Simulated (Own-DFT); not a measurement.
# What random displacements cost in 3C SiC, 64 atoms (C32Si32)

These are calculations, not measurements. The program, named Own-DFT, is a retired in-house plane-wave density functional code that no person has reviewed. Each row is one single-point run on a periodic cell that was not relaxed, without spin or spin-orbit coupling.

Settings of every run: PBE; PseudoDojo norm-conserving scalar-relativistic files; cutoff 42 hartree; 4 x 4 x 4 k mesh centred on Gamma; Fermi-Dirac smearing of 0.1 eV.

Known limits, some of them of some rows only: some atoms lie very close together; forces on such cells passed a denser k mesh, each cell not checked; stress not checked against mesh or cutoff.

Cell vectors in Å: (8.719, 0.000, 0.000); (0.000, 8.719, 0.000); (0.000, 0.000, 8.719). In each run every atom was moved at random and independently from its ideal site; u is the rms move along one axis. E is the free energy for each atom above the fitted value at u = 0, and F the rms of the force components.

| run | u (Å) | E (meV/atom) | F (eV/Å) | largest force (eV/Å) | P (GPa) |
|---|---|---|---|---|---|
| 1 | 0.0277 | 31.6 | 0.809 | 2.80 | 3.72 |
| 2 | 0.0298 | 34.1 | 0.837 | 2.69 | 3.80 |
| 3 | 0.0598 | 127.9 | 1.683 | 5.84 | 6.00 |
| 4 | 0.0624 | ? | ? | ? | ? |
| 5 | 0.0953 | 319.7 | 2.663 | 9.89 | 10.65 |
| 6 | 0.1028 | 500.6 | 5.383 | 44.02 | 14.81 |
| 7 | 0.1055 | 412.2 | 3.373 | 15.45 | 12.54 |
| 8 | 0.1628 | 964.8 | 5.637 | 30.44 | 26.15 |

## Worked fit

For small independent moves the energy grows as E = (3/2) K u², with K the mean stiffness felt by one atom. The runs with u up to 0.11 Å give K = 26.1 ± 2.0 eV/Å², with residuals divided by u² + 0.0006 Å², since the noise grows with the moves. The scatter is 14.5 meV/atom at u = 0.05 Å. The forces follow F = G u with G = 34.1 eV/Å²; no force at u = 0 is resolved. G exceeds K because the moves of its neighbours add to the force on an atom, and stiffness differs between atoms. At u = 0.163 Å the parabola gives 1037 meV/atom and the run 965. The pressure follows P = 2.83 + 958 u² GPa: at fixed volume, shortened bonds push harder than stretched ones pull.

## Withheld run

Question: what energy and rms force should run 4 give?

The fit gives 152 ± 24 meV/atom and about 2.13 eV/Å. The calculation gave 146.0 meV/atom and 1.781 eV/Å. This run lies off the fit, by chance or by something that the fit leaves out.
